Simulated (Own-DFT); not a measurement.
# Biaxial strain at fixed height in diamond-structure SiGeSn with randomly placed atoms, 64 atoms (Ge44Si16Sn4)

Source: density functional calculations with Own-DFT, an unreviewed in-house program that is no longer used. Nothing was measured or relaxed, and spin and spin-orbit coupling are left out.

Method: PBEsol; PseudoDojo norm-conserving scalar-relativistic files, made for PBE; cutoff 49 hartree; 3 x 3 x 3 k mesh centred on Gamma; Fermi-Dirac smearing of 0.1 eV.

Limits: forces on such cells moved up to 12 meV/angstrom on a denser k mesh; stress not checked against mesh or cutoff.

Unstrained cell vectors in Å: (11.306, 0.000, 0.000); (0.000, 11.306, 0.000); (0.000, 0.000, 11.306). The unstrained cell has measured lattice constants (interpolated for alloys), not those of this functional. That, the random moves and any unrelaxed bonds set the pressure at no strain. Each run strains x and y alike by e, as a substrate would, and holds the height along z. Each coordinate of each atom was shifted by a normal deviate of width 0.05 Å. The random placing of the alloy's atoms differs from row to row. Stress is positive in tension.

| e (%) | u (Å) | (s_xx + s_yy)/2 (GPa) | s_zz (GPa) |
|---|---|---|---|
| -3.00 | 0.048 | -7.69 | -5.42 |
| -2.75 | 0.047 | -6.76 | -4.64 |
| -2.25 | 0.051 | -6.10 | -4.38 |
| -2.00 | 0.050 | -5.38 | -4.12 |
| 0.50 | 0.054 | ? | ? |
| 1.50 | 0.053 | 0.76 | -0.27 |
| 2.00 | 0.052 | 1.38 | 0.05 |
| 2.25 | 0.052 | 1.75 | 0.35 |
| 2.75 | 0.049 | 2.61 | 0.72 |
| 3.00 | 0.049 | 3.01 | 1.14 |

## Analysis

With e as a fraction, the in-plane stress is -1.8 + 174 e - 552 e² GPa (errors 2 and 227, scatter 0.15), and s_zz is -1.9 + 104 e - 248 e² GPa (slope ± 2, scatter 0.16). At e = 0 the first slope is C11 + C12 and the second 2 C12, both with the ions held to the strained lattice and at the cell's own pressure. A free layer would change its height as e changes, and the in-plane slope would drop by 2 C12²/C11 to the biaxial modulus. At fixed height, a misfit of 1 % moves the in-plane stress by about 1.7 GPa and s_zz by 1.0 GPa.

## Check

Question: what are the two stresses at e = 0.50 %?

The fitted form gives -0.9 and -1.4 GPa. The hidden result is -0.71 and -1.12 GPa.
